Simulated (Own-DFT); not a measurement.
# What a defect does to the pressure of its cell: D0_22 TiAl3

The numbers are computed, not measured, by runs of the plane-wave DFT program Own-DFT (in-house, retired, unreviewed) at fixed positions, with no spin and no spin-orbit coupling.

All runs used: PBE; PseudoDojo norm-conserving scalar-relativistic files; cutoff 42 hartree; 4 x 4 x 4 k mesh centred on Gamma; cold (Marzari-Vanderbilt) smearing of 0.2 eV.

Keep in mind: forces on such cells failed a check on a denser k mesh; stress not checked against mesh or cutoff.

All runs share one cell, with vectors in Å (-2.365, -6.981, 4.326); (-7.667, 3.491, 1.442); (-2.950, -3.488, -7.241) and a volume of 625.4 Å³. u is the rms random offset of the atoms per axis. The defect's site can differ from row to row.

```
cell,formula,u (Å),P (GPa)
no defect,Al30Ti10,0.0189,1.97
no defect,Al30Ti10,0.0224,1.99
no defect,Al30Ti10,0.0504,2.75
two Ti on an Al site each,Al28Ti12,0.0299,3.15
two Ti on an Al site each,Al28Ti12,0.0501,3.77
two Ti on an Al site each,Al28Ti12,0.0522,3.67
one Ti vacancy,Al30Ti9,0.0292,1.82
one Ti vacancy,Al30Ti9,0.0314,1.96
one Ti vacancy,Al30Ti9,0.0522,2.54
two Al vacancies,Al28Ti10,0.0285,?
two Al vacancies,Al28Ti10,0.0291,1.20
two Al vacancies,Al28Ti10,0.0378,1.29
two Al vacancies,Al28Ti10,0.0546,1.67
two Al on a Ti site each,Al32Ti8,0.0306,2.89
two Al on a Ti site each,Al32Ti8,0.0463,3.29
two Al on a Ti site each,Al32Ti8,0.0506,3.45
```

## Fit

P = P0 + c u² + a shift for each defect gives P0 = 1.87 GPa, c = 322 ± 23 GPa/Å² and a scatter of 0.08 GPa. The shifts, and each times the cell's volume:

- two Ti on an Al site each: 1.00 ± 0.07 GPa, 3.9 eV (1.9 eV for each of its 2 sites)
- two Al on a Ti site each: 0.73 ± 0.06 GPa, 2.9 eV (1.4 eV for each of its 2 sites)
- one Ti vacancy: -0.26 ± 0.06 GPa, -1.0 eV
- two Al vacancies: -1.05 ± 0.06 GPa, -4.1 eV (-2.1 eV for each of its 2 sites)

Positive is outwards. The product with the volume (160.2 GPa Å³ to the eV) is nearly free of the cell's size; divided by the bulk modulus at the cell's pressure it gives the volume that the defect adds. The atoms around the defects weren't relaxed, which would change these numbers.

## Check

Q: what pressure belongs in the blank (two Al vacancies, u = 0.0285 Å)?

The fit gives 1.08 ± 0.09 GPa. Computed: 1.28 GPa.
